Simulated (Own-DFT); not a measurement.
# What random displacements cost in hexagonal WC, 64 atoms (C32W32)

These are calculations, not measurements. The program, named Own-DFT, is a retired in-house plane-wave density functional code that no person has reviewed. Each row is one single-point run on a periodic cell that was not relaxed, without spin or spin-orbit coupling.

Settings of every run: PBE; PseudoDojo norm-conserving scalar-relativistic files; cutoff 50 hartree; 4 x 4 x 4 k mesh centred on Gamma; cold (Marzari-Vanderbilt) smearing of 0.2 eV.

Known limits, some of them of some rows only: some atoms lie very close together; forces on such cells moved up to 12 meV/angstrom on a denser k mesh; stress not checked against mesh or cutoff.

Cell vectors in Å: (5.833, -5.052, -2.839); (0.000, -5.052, 8.518); (-5.833, -5.052, -2.839). In each run every atom was moved at random and independently from its ideal site; u is the rms move along one axis. E is the free energy for each atom above the fitted value at u = 0, and F the rms of the force components.

| run | u (Å) | E (meV/atom) | F (eV/Å) | largest force (eV/Å) | P (GPa) |
|---|---|---|---|---|---|
| 1 | 0.0192 | 14.4 | 0.532 | 2.05 | 3.25 |
| 2 | 0.0194 | 14.5 | 0.530 | 1.66 | 3.26 |
| 3 | 0.0210 | 16.9 | 0.574 | 2.05 | 3.35 |
| 4 | 0.0508 | 107.6 | 1.575 | 6.21 | 7.14 |
| 5 | 0.0516 | 112.5 | 1.595 | 6.76 | 7.32 |
| 6 | 0.0522 | ? | ? | ? | ? |
| 7 | 0.0982 | 365.2 | 2.870 | 11.65 | 17.04 |
| 8 | 0.1015 | 414.4 | 3.069 | 12.07 | 19.12 |
| 9 | 0.1021 | 388.0 | 2.922 | 10.20 | 17.89 |
| 10 | 0.1443 | 794.8 | 4.647 | 19.54 | 33.59 |

## Worked fit

For small independent moves the energy grows as E = (3/2) K u², with K the mean stiffness felt by one atom. The runs with u up to 0.11 Å give K = 26.4 ± 0.6 eV/Å², with residuals divided by u² + 0.0006 Å², since the noise grows with the moves. The scatter is 5.1 meV/atom at u = 0.05 Å. The forces follow F = G u with G = 29.1 eV/Å²; no force at u = 0 is resolved. G exceeds K because the moves of its neighbours add to the force on an atom, and stiffness differs between atoms. At u = 0.144 Å the parabola gives 823 meV/atom and the run 795. The pressure follows P = 2.90 + 1500 u² GPa: at fixed volume, shortened bonds push harder than stretched ones pull.

## Withheld run

Question: what energy and rms force should run 6 give?

The fit gives 108 ± 6 meV/atom and about 1.52 eV/Å. The calculation gave 101.7 meV/atom and 1.450 eV/Å.
